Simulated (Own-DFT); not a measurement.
# How strain changes the stress of wurtzite GaN, 72 atoms (Ga36N36)

Everything here is calculated. The program is Own-DFT (plane waves, in-house, since retired, never reviewed by a person); positions were held fixed, and spin and spin-orbit coupling were off.

Method: PBE; PseudoDojo norm-conserving scalar-relativistic files (stringent for Ga); cutoff 96 hartree; 4 x 4 x 3 k mesh centred on Gamma; Gaussian smearing of 0.01 eV.

Limits: forces not confirmed at this smearing and k mesh; stress not checked against mesh or cutoff.

Unstrained cell vectors in Å: (9.567, 0.000, 0.000); (-4.783, 8.285, 0.000); (0.000, 0.000, 10.370). The unstrained cell has measured lattice constants (interpolated for alloys), not those of this functional. That, the random moves and any unrelaxed bonds set the pressure at no strain. The cell is deformed uniformly in each run, and the atoms keep their fractional places. Each coordinate of each atom was shifted by a normal deviate of width 0.05 Å. Stress is counted positive in tension, P = -(s_xx + s_yy + s_zz)/3, and strain components are those of the symmetric tensor.

| run | e_xx (%) | e_yy (%) | e_zz (%) | e_yz (%) | e_xz (%) | e_xy (%) | s_xx (GPa) | s_yy (GPa) | s_zz (GPa) | s_yz (GPa) | s_xz (GPa) | s_xy (GPa) | P (GPa) | E (meV/atom) |
|---|---|---|---|---|---|---|---|---|---|---|---|---|---|---|
| 1 | 1.65 | 1.58 | -1.23 | -0.52 | 1.44 | 1.37 | 0.60 | -0.70 | -10.56 | -0.03 | 2.91 | 4.19 | 3.55 | 11.0 |
| 2 | 1.69 | 1.27 | -1.29 | -0.53 | -1.43 | -1.05 | 0.04 | -0.66 | -10.84 | -0.39 | -3.11 | -2.45 | 3.82 | 0.0 |
| 3 | -0.59 | 0.51 | -1.98 | -1.98 | 0.58 | -0.32 | -12.19 | -7.47 | -16.17 | -5.17 | 1.96 | -1.68 | 11.94 | 38.9 |
| 4 | 0.55 | -0.08 | -1.45 | 1.20 | -1.70 | -0.31 | -7.28 | -7.83 | -14.16 | 2.95 | -3.17 | -2.21 | 9.76 | 40.0 |
| 5 | 1.28 | -1.93 | -1.67 | 1.75 | -1.31 | 1.23 | -4.34 | -18.26 | -16.07 | 4.20 | -2.99 | 3.59 | 12.89 | 52.2 |
| 6 | 0.07 | 0.87 | -0.40 | 1.68 | 1.70 | -1.69 | -5.28 | -5.71 | -9.07 | 4.74 | 3.74 | -5.06 | 6.69 | 28.0 |
| 7 | -0.29 | 1.75 | -1.70 | -0.08 | 1.29 | 0.96 | -8.46 | -2.29 | -12.52 | -0.73 | 3.15 | 3.46 | 7.76 | 22.2 |
| 8 | -0.35 | 1.95 | -1.81 | -0.76 | -0.10 | 1.19 | -8.47 | -0.32 | -15.63 | -1.41 | 0.01 | 3.59 | 8.14 | 23.0 |
| 9 | 0.64 | 0.75 | -1.28 | -1.56 | 1.08 | 1.44 | -2.72 | -5.04 | -13.58 | -3.10 | 2.26 | 4.03 | 7.11 | 20.3 |
| 10 | -1.38 | -0.08 | -0.31 | -0.02 | -0.48 | 0.05 | -14.23 | -10.15 | -8.88 | 0.54 | -2.19 | 1.92 | 11.09 | 31.8 |
| 11 | -1.50 | -1.00 | 1.05 | -1.29 | -1.66 | 1.14 | -13.16 | -13.82 | -4.02 | -2.94 | -3.22 | 4.12 | 10.33 | 24.9 |
| 12 | -1.47 | 0.89 | 0.44 | 1.50 | 1.32 | -1.32 | -11.94 | -4.85 | -5.38 | 3.44 | 3.05 | -5.01 | 7.39 | 8.3 |
| 13 | 1.48 | -0.88 | 1.80 | -0.43 | -1.06 | 1.46 | -2.30 | -7.72 | 2.13 | -1.13 | -2.30 | 4.74 | 2.63 | 1.5 |
| 14 | -1.33 | -1.71 | 0.03 | -0.79 | 1.92 | -1.93 | -18.47 | -15.33 | -9.27 | -0.93 | 4.25 | -8.45 | 14.36 | 55.3 |
| 15 | -0.79 | -0.63 | 0.43 | 0.61 | 0.57 | 1.51 | ? | ? | ? | ? | ? | ? | ? | ? |

E is the free energy per atom, counted from the lowest run shown.

## Analysis

Regress every stress component on the fractional strains (shears doubled) of the visible runs, with a constant. Shear strains stay in the fit of a normal stress only where such slopes are resolved. The slopes, in GPa:

```
stress,at no strain,per e_xx,per e_yy,per e_zz,scatter
s_xx,-7.7,446 ± 36,140 ± 37,77 ± 41,1.52
s_yy,-7.8,101 ± 26,453 ± 27,97 ± 30,1.09
s_zz,-7.2,62 ± 20,82 ± 21,483 ± 23,0.85
```

The slope of each shear stress on twice its own strain, from a fit on all six strains: yz 115 ± 8, xz 107 ± 7, xy 167 ± 14 GPa. These are stiffnesses along x, y and z of the frame in which the cell vectors are given, with the crystal's c axis along z: C11, C12, C13 and C33. Hexagonal symmetry asks that xx and yy behave alike, which is a second check on the noise. These are clamped-ion slopes: internal relaxation, where symmetry allows it, would soften some. The table should be nearly symmetric about its diagonal, and what it lacks of that shows the noise. A ninth of the table's sum, 216 ± 5 GPa, estimates the bulk modulus near the mean pressure of these runs, 8.4 GPa, so it lies above the value at zero pressure.

## Check

Question: what normal stresses and pressure should run 15 give?

Estimate: s_xx = -11.8, s_yy = -11.0, s_zz = -6.1 and P = 9.6 GPa. The run itself gave -10.61, -9.06, -6.61 and P = 8.76 GPa.
